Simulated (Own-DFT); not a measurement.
# Computed records: Si₃N₄ (beta silicon nitride, atoms displaced)

All values are calculated (Own-DFT development build). A calculation, not a measurement: plane-wave PBE density functional theory by an unreviewed code, no spin, of a simulated periodic cell, stress positive in tension, free energy of the whole cell less one offset for each atom, forces on such cells passed a denser k mesh, this cell's mesh not checked; offsets are fitted by least squares, one for each functional and potential file, so energies compare only between cells with the same atoms and settings and are not formation energies; the far tail of each file's local potential was reset to the Coulomb form; each entry is a single point on an unrelaxed cell, so the pressure reflects the starting lattice, mostly measured values (interpolated for alloys), from which strain is counted, and rises with the displacements; printed positions are rounded, which can move forces by about a meV/angstrom; the program, named Own-DFT, is a retired in-house code; no spin-orbit coupling; before rounding, a Quantum ESPRESSO 7.3.1 run of the same cell and cutoff gave forces within 1 meV/angstrom rms on each cell, which checks the program and not the settings.

Common to all runs: functional PBE; potential files PseudoDojo norm-conserving, scalar-relativistic, standard set; wave cutoff 42 hartree; occupations Fermi-Dirac; smearing width 0.1 eV; k mesh 3 x 3 x 3 centred on Gamma.

(1) Si₃N₄ (beta silicon nitride, atoms displaced)

```cif
# cell vector a (Å): 7.6060 0.0000 0.0000
# cell vector b (Å): -3.8030 6.5870 0.0000
# cell vector c (Å): 0.0000 0.0000 8.7270
data_Si3N4
_symmetry_space_group_name_H-M 'P 1'
_symmetry_Int_Tables_number 1
_cell_length_a 7.6060
_cell_length_b 7.6060
_cell_length_c 8.7270
_cell_angle_alpha 90.000
_cell_angle_beta 90.000
_cell_angle_gamma 120.000
_cell_volume 437.23
loop_
_atom_site_label
_atom_site_type_symbol
_atom_site_fract_x
_atom_site_fract_y
_atom_site_fract_z
_atom_site_occupancy
Si1 Si 0.17127 0.76596 0.08266 1
Si2 Si 0.22870 0.40736 0.08476 1
Si3 Si 0.59367 0.82097 0.08804 1
Si4 Si 0.82949 0.23187 0.24734 1
Si5 Si 0.75838 0.58720 0.24818 1
Si6 Si 0.39906 0.14992 0.25844 1
N1 N 0.34378 0.03294 0.08670 1
N2 N 0.96252 0.27784 0.08246 1
N3 N 0.69558 0.67166 0.09025 1
N4 N 0.68402 0.96877 0.25914 1
N5 N 0.04731 0.71143 0.25933 1
N6 N 0.29589 0.32928 0.24476 1
N7 N 0.33683 0.66464 0.08030 1
N8 N 0.67588 0.33874 0.24543 1
Si7 Si 0.18722 0.77873 0.40196 1
Si8 Si 0.22585 0.40161 0.41577 1
Si9 Si 0.59489 0.82394 0.41515 1
Si10 Si 0.83034 0.22727 0.57953 1
Si11 Si 0.76514 0.59596 0.58020 1
Si12 Si 0.39183 0.17254 0.59032 1
N9 N 0.33186 0.03894 0.41052 1
N10 N 0.96509 0.29939 0.41891 1
N11 N 0.70317 0.66757 0.41164 1
N12 N 0.66920 0.97135 0.58083 1
N13 N 0.02408 0.69652 0.59178 1
N14 N 0.30083 0.33390 0.58931 1
N15 N 0.33475 0.67082 0.42278 1
N16 N 0.66360 0.33562 0.58500 1
Si13 Si 0.17290 0.75714 0.73104 1
Si14 Si 0.23390 0.41231 0.74828 1
Si15 Si 0.58346 0.81028 0.74588 1
Si16 Si 0.83447 0.23176 0.91419 1
Si17 Si 0.77249 0.59833 0.92215 1
Si18 Si 0.41442 0.18458 0.92279 1
N17 N 0.33583 0.02951 0.75640 1
N18 N 0.96868 0.30149 0.73960 1
N19 N 0.70996 0.67308 0.74640 1
N20 N 0.66641 0.97524 0.92952 1
N21 N 0.03551 0.70143 0.91293 1
N22 N 0.30987 0.33428 0.91877 1
N23 N 0.33398 0.66797 0.75004 1
N24 N 0.66305 0.31716 0.91980 1
```

- free energy of cell above offsets: -2.670 eV
- pressure: 8.85 GPa
- stress xx: -8.14 GPa
- stress yy: -6.61 GPa
- stress zz: -11.79 GPa
- stress yz: 0.92 GPa
- stress xz: -2.66 GPa
- stress xy: -0.44 GPa

Force:
| element | x (eV/Å) | y (eV/Å) | z (eV/Å) |
| --- | --- | --- | --- |
| Si | 1.349 | 1.132 | -0.72 |
| Si | 0.72 | -1.012 | -0.742 |
| Si | -1.076 | 2.469 | -0.092 |
| Si | -0.84 | -0.626 | 0.887 |
| Si | 1.952 | 0.669 | 0.886 |
| Si | 0.032 | 7.859 | -7.247 |
| N | -0.865 | -1.776 | -0.206 |
| N | 1.701 | 2.129 | -0.236 |
| N | 2.171 | -1.071 | -1.595 |
| N | -0.952 | 0.229 | -1.962 |
| N | -4.655 | -2.724 | -5.943 |
| N | 1.214 | -0.878 | 2.231 |
| N | -1.62 | 0.15 | 0.395 |
| N | -0.695 | -2.189 | 0.334 |
| Si | 0.939 | -0.197 | 6.792 |
| Si | 0.568 | 0.606 | -0.297 |
| Si | 0.638 | -0.101 | 1.329 |
| Si | -3.809 | 0.353 | 0.508 |
| Si | 1.301 | -1.596 | -0.051 |
| Si | 3.344 | 0.461 | 0.174 |
| N | -0.435 | -3.681 | 7.537 |
| N | 1.605 | 0.688 | -1.659 |
| N | -1.244 | 0.696 | 1.014 |
| N | 0.125 | -1.776 | 0.638 |
| N | -0.717 | 0.058 | -6.093 |
| N | -0.825 | 0.204 | -2.038 |
| N | 0.633 | -0.908 | -0.395 |
| N | 0.194 | -1.192 | -0.349 |
| Si | 0.397 | 3.43 | 6.15 |
| Si | 0.044 | -1.546 | 1.627 |
| Si | 1.851 | 4.032 | 1.571 |
| Si | -1.625 | -1.075 | -0.623 |
| Si | 0.409 | -1.646 | -1.244 |
| Si | -0.065 | -2.907 | -0.659 |
| N | -0.75 | -0.893 | -1.212 |
| N | 1.588 | 0.535 | 2.741 |
| N | -1.685 | 0.434 | 1.712 |
| N | 0.758 | -2.25 | -2.736 |
| N | -0.5 | -0.521 | 0.526 |
| N | -2.157 | 1.143 | -0.636 |
| N | -0.228 | -1.437 | -0.247 |
| N | 1.209 | 4.725 | -0.071 |

(2) Si₃N₄ (beta silicon nitride, atoms displaced)

```cif
# cell vector a (Å): 7.6060 0.0000 0.0000
# cell vector b (Å): -3.8030 6.5870 0.0000
# cell vector c (Å): 0.0000 0.0000 8.7270
data_Si3N4
_symmetry_space_group_name_H-M 'P 1'
_symmetry_Int_Tables_number 1
_cell_length_a 7.6060
_cell_length_b 7.6060
_cell_length_c 8.7270
_cell_angle_alpha 90.000
_cell_angle_beta 90.000
_cell_angle_gamma 120.000
_cell_volume 437.23
loop_
_atom_site_label
_atom_site_type_symbol
_atom_site_fract_x
_atom_site_fract_y
_atom_site_fract_z
_atom_site_occupancy
Si1 Si 0.16774 0.77119 0.08089 1
Si2 Si 0.22569 0.39860 0.08992 1
Si3 Si 0.58565 0.81752 0.07943 1
Si4 Si 0.82706 0.21644 0.24935 1
Si5 Si 0.76417 0.58848 0.25049 1
Si6 Si 0.39802 0.16520 0.24196 1
N1 N 0.34280 0.03398 0.08395 1
N2 N 0.97043 0.31330 0.07909 1
N3 N 0.70726 0.66867 0.07802 1
N4 N 0.66851 0.95763 0.24776 1
N5 N 0.03581 0.70770 0.24363 1
N6 N 0.28521 0.31901 0.25288 1
N7 N 0.33521 0.66701 0.07682 1
N8 N 0.67084 0.33061 0.24805 1
Si7 Si 0.18425 0.77758 0.42082 1
Si8 Si 0.24160 0.40489 0.40960 1
Si9 Si 0.60785 0.83524 0.41026 1
Si10 Si 0.82830 0.22717 0.57897 1
Si11 Si 0.77398 0.60307 0.58571 1
Si12 Si 0.40413 0.16956 0.58727 1
N9 N 0.34606 0.03522 0.40990 1
N10 N 0.97644 0.30017 0.40296 1
N11 N 0.69389 0.67445 0.42174 1
N12 N 0.66033 0.96836 0.58816 1
N13 N 0.03161 0.70732 0.58392 1
N14 N 0.30281 0.32587 0.58160 1
N15 N 0.33074 0.65480 0.41945 1
N16 N 0.66647 0.33976 0.58788 1
Si13 Si 0.17985 0.76381 0.74891 1
Si14 Si 0.22668 0.39504 0.74865 1
Si15 Si 0.59904 0.82153 0.75957 1
Si16 Si 0.81950 0.21922 0.91094 1
Si17 Si 0.77024 0.59783 0.91830 1
Si18 Si 0.39280 0.16158 0.92301 1
N17 N 0.32308 0.02479 0.73711 1
N18 N 0.95966 0.29743 0.74322 1
N19 N 0.70422 0.65708 0.75297 1
N20 N 0.66659 0.96586 0.91323 1
N21 N 0.02669 0.69967 0.91193 1
N22 N 0.31228 0.33076 0.91243 1
N23 N 0.33851 0.66407 0.74117 1
N24 N 0.67106 0.34310 0.91560 1
```

* free energy of cell above offsets: -3.881 eV
* pressure: 7.26 GPa
* stress xx: -3.14 GPa
* stress yy: -7.25 GPa
* stress zz: -11.4 GPa
* stress yz: 0.32 GPa
* stress xz: -0.39 GPa
* stress xy: 0.46 GPa

Force:
| element | x (eV/Å) | y (eV/Å) | z (eV/Å) |
| --- | --- | --- | --- |
| Si | 1.562 | -1.165 | -0.826 |
| Si | -0.064 | 1.433 | -2.804 |
| Si | 1.799 | -0.069 | 0.323 |
| Si | -1.813 | 2.054 | -1.683 |
| Si | 1.056 | 0.424 | 0.267 |
| Si | 1.66 | 3.232 | 3.133 |
| N | -0.638 | -3.158 | -0.895 |
| N | 0.214 | -1.872 | -0.152 |
| N | -2.417 | 1.343 | 2.293 |
| N | 0.048 | 1.813 | -2.267 |
| N | -1.19 | -0.193 | 2.408 |
| N | 2.868 | -1.44 | -2.878 |
| N | -1.517 | -1.129 | 0.299 |
| N | -0.962 | -0.948 | 0.1 |
| Si | 0.204 | -1.841 | -1.408 |
| Si | -1.889 | 0.22 | 3.869 |
| Si | -3.147 | -2.18 | 3.963 |
| Si | -2.301 | 0.929 | -1.511 |
| Si | 0.2 | -1.992 | -0.842 |
| Si | 1.452 | 2.523 | -3.043 |
| N | -0.551 | -0.745 | 1.152 |
| N | -0.116 | -0.677 | 2.959 |
| N | 2.88 | -1.491 | -1.325 |
| N | 0.997 | -0.165 | -0.931 |
| N | 0.812 | 0.173 | -0.673 |
| N | -1.191 | 0.032 | -0.304 |
| N | -0.068 | 3.243 | -0.656 |
| N | 1.364 | -0.892 | -0.788 |
| Si | -0.768 | -0.207 | -0.443 |
| Si | -0.044 | 0.978 | -0.707 |
| Si | 0.102 | -1.859 | -4.108 |
| Si | -1.59 | 3.645 | 0.673 |
| Si | 1.339 | -2.052 | -0.814 |
| Si | 2.894 | 2.923 | -4.436 |
| N | 0.215 | -1.136 | 4.866 |
| N | 2.68 | 0.555 | 1.457 |
| N | -3.27 | 2.949 | -0.138 |
| N | 0.106 | 0.089 | 2.232 |
| N | 1.846 | 1.327 | 0.613 |
| N | -2.825 | 0.295 | 1.675 |
| N | -0.177 | -0.972 | 1.04 |
| N | 0.243 | -3.995 | 0.313 |

(3) Si₃N₄ (beta silicon nitride, atoms displaced)

```cif
# cell vector a (Å): 7.6060 0.0000 0.0000
# cell vector b (Å): -3.8030 6.5870 0.0000
# cell vector c (Å): 0.0000 0.0000 8.7270
data_Si3N4
_symmetry_space_group_name_H-M 'P 1'
_symmetry_Int_Tables_number 1
_cell_length_a 7.6060
_cell_length_b 7.6060
_cell_length_c 8.7270
_cell_angle_alpha 90.000
_cell_angle_beta 90.000
_cell_angle_gamma 120.000
_cell_volume 437.23
loop_
_atom_site_label
_atom_site_type_symbol
_atom_site_fract_x
_atom_site_fract_y
_atom_site_fract_z
_atom_site_occupancy
Si1 Si 0.17914 0.76804 0.07225 1
Si2 Si 0.22785 0.40147 0.08652 1
Si3 Si 0.59597 0.82646 0.08242 1
Si4 Si 0.82214 0.23495 0.25056 1
Si5 Si 0.76309 0.58357 0.25058 1
Si6 Si 0.39274 0.17381 0.24995 1
N1 N 0.32947 0.03545 0.08132 1
N2 N 0.98634 0.30707 0.07305 1
N3 N 0.70244 0.65954 0.08410 1
N4 N 0.68329 0.97011 0.25461 1
N5 N 0.03854 0.70425 0.25522 1
N6 N 0.29299 0.33675 0.24940 1
N7 N 0.33573 0.66244 0.08565 1
N8 N 0.66692 0.33455 0.25222 1
Si7 Si 0.17423 0.77032 0.41947 1
Si8 Si 0.22965 0.40137 0.41393 1
Si9 Si 0.58718 0.80802 0.42094 1
Si10 Si 0.82225 0.22894 0.59457 1
Si11 Si 0.75898 0.58880 0.58105 1
Si12 Si 0.39786 0.16486 0.58483 1
N9 N 0.32798 0.02733 0.41204 1
N10 N 0.96649 0.29019 0.40561 1
N11 N 0.69300 0.65963 0.41546 1
N12 N 0.67170 0.98306 0.59134 1
N13 N 0.03863 0.70155 0.59439 1
N14 N 0.31836 0.34529 0.58445 1
N15 N 0.32898 0.66241 0.41886 1
N16 N 0.65763 0.32708 0.58728 1
Si13 Si 0.17272 0.77055 0.75230 1
Si14 Si 0.22398 0.40291 0.75044 1
Si15 Si 0.59682 0.81615 0.75277 1
Si16 Si 0.81300 0.22121 0.92268 1
Si17 Si 0.76347 0.58436 0.91367 1
Si18 Si 0.41677 0.19460 0.91093 1
N17 N 0.34059 0.02506 0.74942 1
N18 N 0.95550 0.29913 0.74033 1
N19 N 0.70386 0.66974 0.74494 1
N20 N 0.67007 0.97152 0.91087 1
N21 N 0.01987 0.68483 0.92522 1
N22 N 0.29419 0.33369 0.91191 1
N23 N 0.34710 0.66932 0.73630 1
N24 N 0.66639 0.32973 0.92340 1
```

* free energy of cell above offsets: -3.494 eV
* pressure: 8.02 GPa
* stress xx: -7.51 GPa
* stress yy: -9.5 GPa
* stress zz: -7.06 GPa
* stress yz: -2.71 GPa
* stress xz: -4.65 GPa
* stress xy: -0.15 GPa

Force:
| element | x (eV/Å) | y (eV/Å) | z (eV/Å) |
| --- | --- | --- | --- |
| Si | 0.013 | 0.511 | 4.166 |
| Si | 1.541 | 2.021 | -1.832 |
| Si | 0.893 | -0.342 | 1.073 |
| Si | 1.41 | -1.034 | -1.092 |
| Si | 1.738 | 2.607 | -0.18 |
| Si | 1.349 | 0.106 | -0.475 |
| N | -0.049 | 0.124 | -1.096 |
| N | -5.423 | -2.623 | 1.125 |
| N | -1.883 | 1.11 | -0.949 |
| N | -0.715 | -1.073 | -1.156 |
| N | -1.613 | -0.962 | -1.807 |
| N | 2.939 | -1.709 | -0.042 |
| N | -0.125 | 1.112 | -0.667 |
| N | -1.342 | -2.036 | -0.211 |
| Si | 0.535 | -0.996 | 0.281 |
| Si | -1.785 | 0.713 | 1.986 |
| Si | -1.143 | 3.827 | 0.15 |
| Si | -2.444 | 0.367 | -7.155 |
| Si | 2.341 | -0.852 | 0.164 |
| Si | 0.584 | 0.974 | -1.011 |
| N | -0.365 | 1.018 | 1.157 |
| N | 0.566 | 0.882 | 3.615 |
| N | 0.573 | -0.085 | 0.152 |
| N | 0.42 | -5.396 | -1.155 |
| N | -2.926 | -1.073 | -3.131 |
| N | -1.046 | -1.392 | -0.258 |
| N | 0.31 | 0.079 | -0.137 |
| N | 0.658 | 0.891 | -0.158 |
| Si | 2.251 | -0.953 | 1.633 |
| Si | -0.728 | 1.13 | -1.904 |
| Si | -0.879 | 2.674 | -1.646 |
| Si | 2.578 | 2.201 | -1.607 |
| Si | -0.222 | 1.273 | 0.691 |
| Si | -1.584 | -3.799 | 0.655 |
| N | -1.083 | 1.382 | 1.35 |
| N | 4.324 | 2.291 | 6.659 |
| N | 0.774 | -0.497 | 1.78 |
| N | 0.24 | -2.188 | 1.936 |
| N | 1.072 | 0.98 | -3.062 |
| N | 1.343 | -0.615 | 0.986 |
| N | -3.287 | -1.429 | 1.497 |
| N | 0.189 | 0.78 | -0.324 |

(4) Si₃N₄ (beta silicon nitride, atoms displaced)

```cif
# cell vector a (Å): 7.6060 0.0000 0.0000
# cell vector b (Å): -3.8030 6.5870 0.0000
# cell vector c (Å): 0.0000 0.0000 8.7270
data_Si3N4
_symmetry_space_group_name_H-M 'P 1'
_symmetry_Int_Tables_number 1
_cell_length_a 7.6060
_cell_length_b 7.6060
_cell_length_c 8.7270
_cell_angle_alpha 90.000
_cell_angle_beta 90.000
_cell_angle_gamma 120.000
_cell_volume 437.23
loop_
_atom_site_label
_atom_site_type_symbol
_atom_site_fract_x
_atom_site_fract_y
_atom_site_fract_z
_atom_site_occupancy
Si1 Si 0.16090 0.76692 0.08455 1
Si2 Si 0.22805 0.39945 0.07634 1
Si3 Si 0.60594 0.82552 0.07959 1
Si4 Si 0.83836 0.24069 0.26046 1
Si5 Si 0.76461 0.59422 0.24388 1
Si6 Si 0.42160 0.17372 0.24978 1
N1 N 0.33304 0.03401 0.07802 1
N2 N 0.96642 0.29655 0.08467 1
N3 N 0.69537 0.66599 0.07614 1
N4 N 0.67217 0.98281 0.25095 1
N5 N 0.03023 0.70858 0.24235 1
N6 N 0.29666 0.33469 0.24883 1
N7 N 0.33852 0.67755 0.08278 1
N8 N 0.67255 0.32903 0.24798 1
Si7 Si 0.17369 0.76133 0.42006 1
Si8 Si 0.23572 0.41552 0.41877 1
Si9 Si 0.59737 0.82733 0.41812 1
Si10 Si 0.83322 0.23563 0.57709 1
Si11 Si 0.76699 0.60803 0.59503 1
Si12 Si 0.40136 0.17182 0.58525 1
N9 N 0.31780 0.02648 0.42707 1
N10 N 0.96495 0.30117 0.41124 1
N11 N 0.70286 0.66438 0.41134 1
N12 N 0.67503 0.96633 0.58435 1
N13 N 0.02480 0.70093 0.58442 1
N14 N 0.29890 0.33112 0.58085 1
N15 N 0.33800 0.67844 0.41827 1
N16 N 0.67627 0.33660 0.57609 1
Si13 Si 0.17840 0.76129 0.75261 1
Si14 Si 0.22540 0.39910 0.76303 1
Si15 Si 0.59794 0.83141 0.76062 1
Si16 Si 0.82800 0.21914 0.91635 1
Si17 Si 0.76464 0.58857 0.91036 1
Si18 Si 0.39925 0.17784 0.91568 1
N17 N 0.32074 0.02960 0.74893 1
N18 N 0.96878 0.29586 0.74718 1
N19 N 0.70499 0.66586 0.74327 1
N20 N 0.67318 0.97032 0.92044 1
N21 N 0.03625 0.69277 0.91744 1
N22 N 0.29555 0.33527 0.91254 1
N23 N 0.32808 0.66299 0.75313 1
N24 N 0.64815 0.33719 0.90773 1
```

* free energy of cell above offsets: -3.072 eV
* pressure: 8.37 GPa
* stress xx: -6.87 GPa
* stress yy: -5.34 GPa
* stress zz: -12.91 GPa
* stress yz: -0.63 GPa
* stress xz: 0.29 GPa
* stress xy: 0.21 GPa

Force:
| element | x (eV/Å) | y (eV/Å) | z (eV/Å) |
| --- | --- | --- | --- |
| Si | 4.186 | 1.618 | -1.361 |
| Si | -0.909 | 2.833 | 3.115 |
| Si | -3.665 | 0.471 | 3.178 |
| Si | -2.672 | -2.152 | -5.725 |
| Si | 1.109 | -0.975 | 0.793 |
| Si | -3.04 | -0.911 | 0.775 |
| N | -0.57 | -0.372 | 0.981 |
| N | 0.433 | 0.127 | -0.702 |
| N | 1.307 | -0.392 | -0.04 |
| N | 0.678 | -2.235 | -0.12 |
| N | -1.089 | -1.094 | 3.105 |
| N | 1.666 | -0.833 | -0.078 |
| N | 0.212 | -1.501 | -0.108 |
| N | -0.405 | 2.288 | -0.262 |
| Si | -2.571 | 1.797 | -0.526 |
| Si | 0.617 | -0.649 | -0.937 |
| Si | 0.77 | 0.254 | -1.206 |
| Si | -1.854 | -0.902 | 1.358 |
| Si | 4.665 | -4.287 | -9.011 |
| Si | 1.226 | 1.502 | -0.234 |
| N | 0.733 | 0.031 | -2.907 |
| N | 4.39 | 2.489 | 4.231 |
| N | -1.789 | 1.258 | 1.277 |
| N | 0.143 | 0.721 | 1.057 |
| N | 1.366 | 0.068 | 0.612 |
| N | -0.639 | 0.554 | 1.756 |
| N | 0.856 | -1.995 | 0.104 |
| N | -2.049 | -0.061 | 0.766 |
| Si | -2.418 | 1.557 | -1.056 |
| Si | -1.158 | 1.934 | -6.516 |
| Si | -0.549 | -1.894 | -3.529 |
| Si | -2.269 | 3.431 | 0.059 |
| Si | 1.567 | 0.792 | 0.642 |
| Si | 0.143 | -1.498 | -0.514 |
| N | 0.231 | -0.486 | 1.131 |
| N | -0.225 | -0.35 | 0.905 |
| N | -5.271 | 3.443 | 7.115 |
| N | 0.325 | -0.419 | -0.569 |
| N | -2.862 | -0.939 | -0.817 |
| N | 2.352 | -1.787 | 2.785 |
| N | 3.095 | -0.04 | 0.061 |
| N | 3.936 | -1.396 | 0.414 |

(5) Si₃N₄ (beta silicon nitride, atoms displaced)

```cif
# cell vector a (Å): 7.6060 0.0000 0.0000
# cell vector b (Å): -3.8030 6.5870 0.0000
# cell vector c (Å): 0.0000 0.0000 8.7270
data_Si3N4
_symmetry_space_group_name_H-M 'P 1'
_symmetry_Int_Tables_number 1
_cell_length_a 7.6060
_cell_length_b 7.6060
_cell_length_c 8.7270
_cell_angle_alpha 90.000
_cell_angle_beta 90.000
_cell_angle_gamma 120.000
_cell_volume 437.23
loop_
_atom_site_label
_atom_site_type_symbol
_atom_site_fract_x
_atom_site_fract_y
_atom_site_fract_z
_atom_site_occupancy
Si1 Si 0.17790 0.77123 0.08060 1
Si2 Si 0.22758 0.40094 0.08902 1
Si3 Si 0.61279 0.83536 0.08311 1
Si4 Si 0.83372 0.23349 0.25096 1
Si5 Si 0.76001 0.60849 0.25021 1
Si6 Si 0.40078 0.16516 0.23918 1
N1 N 0.33941 0.02239 0.09327 1
N2 N 0.96302 0.28954 0.09597 1
N3 N 0.70399 0.67481 0.08835 1
N4 N 0.65918 0.96982 0.25242 1
N5 N 0.03358 0.70011 0.25188 1
N6 N 0.30918 0.34231 0.24588 1
N7 N 0.32313 0.65617 0.07484 1
N8 N 0.67716 0.33176 0.24585 1
Si7 Si 0.16783 0.76710 0.41658 1
Si8 Si 0.23963 0.41236 0.41392 1
Si9 Si 0.59679 0.82888 0.41886 1
Si10 Si 0.82032 0.23938 0.58648 1
Si11 Si 0.76425 0.59188 0.58044 1
Si12 Si 0.40360 0.17141 0.58718 1
N9 N 0.35022 0.04190 0.41580 1
N10 N 0.97073 0.30076 0.42014 1
N11 N 0.70380 0.67161 0.42051 1
N12 N 0.65821 0.95936 0.59523 1
N13 N 0.03002 0.69501 0.58058 1
N14 N 0.29871 0.33820 0.58703 1
N15 N 0.32916 0.65395 0.41822 1
N16 N 0.67497 0.33592 0.58774 1
Si13 Si 0.17867 0.77553 0.74746 1
Si14 Si 0.23905 0.41351 0.75884 1
Si15 Si 0.59243 0.82500 0.75768 1
Si16 Si 0.83589 0.23744 0.91908 1
Si17 Si 0.76363 0.58820 0.91682 1
Si18 Si 0.40843 0.17015 0.93903 1
N17 N 0.33991 0.03420 0.76172 1
N18 N 0.96462 0.29487 0.74952 1
N19 N 0.69159 0.66098 0.74858 1
N20 N 0.67017 0.96771 0.91550 1
N21 N 0.02703 0.68936 0.91357 1
N22 N 0.29487 0.33171 0.92167 1
N23 N 0.32933 0.66762 0.74832 1
N24 N 0.67379 0.34195 0.91682 1
```

* free energy of cell above offsets: -3.651 eV
* pressure: 7.43 GPa
* stress xx: -3.6 GPa
* stress yy: -7.11 GPa
* stress zz: -11.57 GPa
* stress yz: 0.9 GPa
* stress xz: -0.06 GPa
* stress xy: 2.9 GPa

Force:
| element | x (eV/Å) | y (eV/Å) | z (eV/Å) |
| --- | --- | --- | --- |
| Si | -0.28 | -3.631 | 0.452 |
| Si | -1.429 | 1.352 | -1.437 |
| Si | -3.592 | -1.307 | 0.485 |
| Si | -2.391 | -0.733 | 3.556 |
| Si | 4.903 | -3.743 | 1.383 |
| Si | 1.774 | 4.818 | 6.342 |
| N | -0.563 | -1.224 | -2.946 |
| N | 2.599 | 0.751 | -4.327 |
| N | -0.219 | 0.321 | -2.684 |
| N | 1.042 | -0.102 | -0.156 |
| N | -1.662 | 0.356 | -1.31 |
| N | 2.022 | -2.115 | 1.176 |
| N | 1.554 | 2.271 | 0.535 |
| N | -3.605 | 1.364 | -0.11 |
| Si | 2.577 | 0.625 | -0.199 |
| Si | -0.9 | -2.98 | 1.524 |
| Si | -1.605 | -0.682 | 1.348 |
| Si | 3.7 | -2.703 | -0.518 |
| Si | 1.064 | -0.125 | 1.712 |
| Si | -0.018 | 1.825 | 0.471 |
| N | -1.248 | -2.329 | 0.155 |
| N | 0.486 | -0.384 | -0.182 |
| N | -1.411 | 0.982 | -0.792 |
| N | 0.335 | 2.56 | -2.649 |
| N | -0.74 | 0.683 | 0.993 |
| N | 2.025 | -1.496 | -0.077 |
| N | -0.696 | 4.96 | -0.355 |
| N | -4.233 | 0.438 | -0.228 |
| Si | -0.354 | -1.068 | 0.491 |
| Si | -1.589 | -0.794 | -2.163 |
| Si | -0.291 | -1.653 | -1.451 |
| Si | -1.093 | -0.493 | 0.062 |
| Si | 0.346 | 2.05 | -0.4 |
| Si | -0.06 | 2.465 | -5.105 |
| N | -0.578 | 0.168 | -0.36 |
| N | 1.622 | 0.93 | 1.054 |
| N | -0.027 | 0.391 | 0.861 |
| N | 0.353 | 1.851 | 1.684 |
| N | -0.265 | 1.2 | 0.548 |
| N | 2.151 | -1.793 | 1.229 |
| N | 0.684 | 0.453 | 0.525 |
| N | -0.388 | -3.46 | 0.865 |
